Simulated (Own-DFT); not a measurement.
# What a defect does to the pressure of its cell: zincblende GaAs

Everything here is calculated. The program is Own-DFT (plane waves, in-house, since retired, never reviewed by a person); positions were held fixed, and spin and spin-orbit coupling were off.

Method: PBE; PseudoDojo norm-conserving scalar-relativistic files; cutoff 42 hartree; 3 x 3 x 3 k mesh centred on Gamma; Fermi-Dirac smearing of 0.1 eV.

Caveats (not all hold for every row): not probed for a lower state with spin; forces on such cells failed a check on a denser k mesh; forces not confirmed at this smearing and k mesh; forces on such cells passed a denser k mesh, each cell not checked; stress not checked against mesh or cutoff.

All runs share one cell, with vectors in Å (11.307, 0.000, 0.000); (0.000, 11.307, 0.000); (0.000, 0.000, 11.307) and a volume of 1445.4 Å³. u is the rms random offset of the atoms per axis. The defect's site can differ from row to row.

| cell | formula | u (Å) | P (GPa) |
|---|---|---|---|
| no defect | As32Ga32 | 0.0197 | 3.52 |
| no defect | As32Ga32 | 0.0478 | 3.95 |
| no defect | As32Ga32 | 0.0529 | 4.06 |
| one In on a Ga site | As32Ga31In | 0.0276 | ? |
| one In on a Ga site | As32Ga31In | 0.0319 | 4.32 |
| one In on a Ga site | As32Ga31In | 0.0494 | 4.63 |
| one In on a Ga site | As32Ga31In | 0.0515 | 4.61 |
| one As on a Ga site and one Ga on an As site | As32Ga32 | 0.0288 | 3.91 |
| one As on a Ga site and one Ga on an As site | As32Ga32 | 0.0516 | 4.33 |
| one As on a Ga site and one Ga on an As site | As32Ga32 | 0.0528 | 4.34 |
| two Ga vacancies | As32Ga30 | 0.0294 | 2.98 |
| two Ga vacancies | As32Ga30 | 0.0307 | 2.92 |
| two Ga vacancies | As32Ga30 | 0.0319 | 3.00 |
| two As vacancies | As30Ga32 | 0.0283 | 3.19 |
| two As vacancies | As30Ga32 | 0.0343 | 3.36 |
| two As vacancies | As30Ga32 | 0.0514 | 3.48 |

## Fit

P = P0 + c u² + a shift for each defect gives P0 = 3.48 GPa, c = 201 ± 17 GPa/Å² and a scatter of 0.05 GPa. The shifts, and each times the cell's volume:

- one In on a Ga site: 0.63 ± 0.04 GPa, 5.7 eV
- one As on a Ga site and one Ga on an As site: 0.30 ± 0.04 GPa, 2.7 eV
- two As vacancies: -0.44 ± 0.04 GPa, -4.0 eV (-2.0 eV for each of its 2 sites)
- two Ga vacancies: -0.70 ± 0.04 GPa, -6.3 eV (-3.2 eV for each of its 2 sites)

A positive shift means that the defect pushes the cell outwards. Shift times volume (160.2 GPa Å³ is 1 eV) depends little on the cell's size, so, taken for each site, it can be compared between cells at like pressure. The atoms around the defects weren't relaxed, which would change these numbers.

## Check

The question: what pressure belongs in the blank (one In on a Ga site, u = 0.0276 Å)?

The fit gives 4.26 ± 0.06 GPa. DFT gave 4.23 GPa.
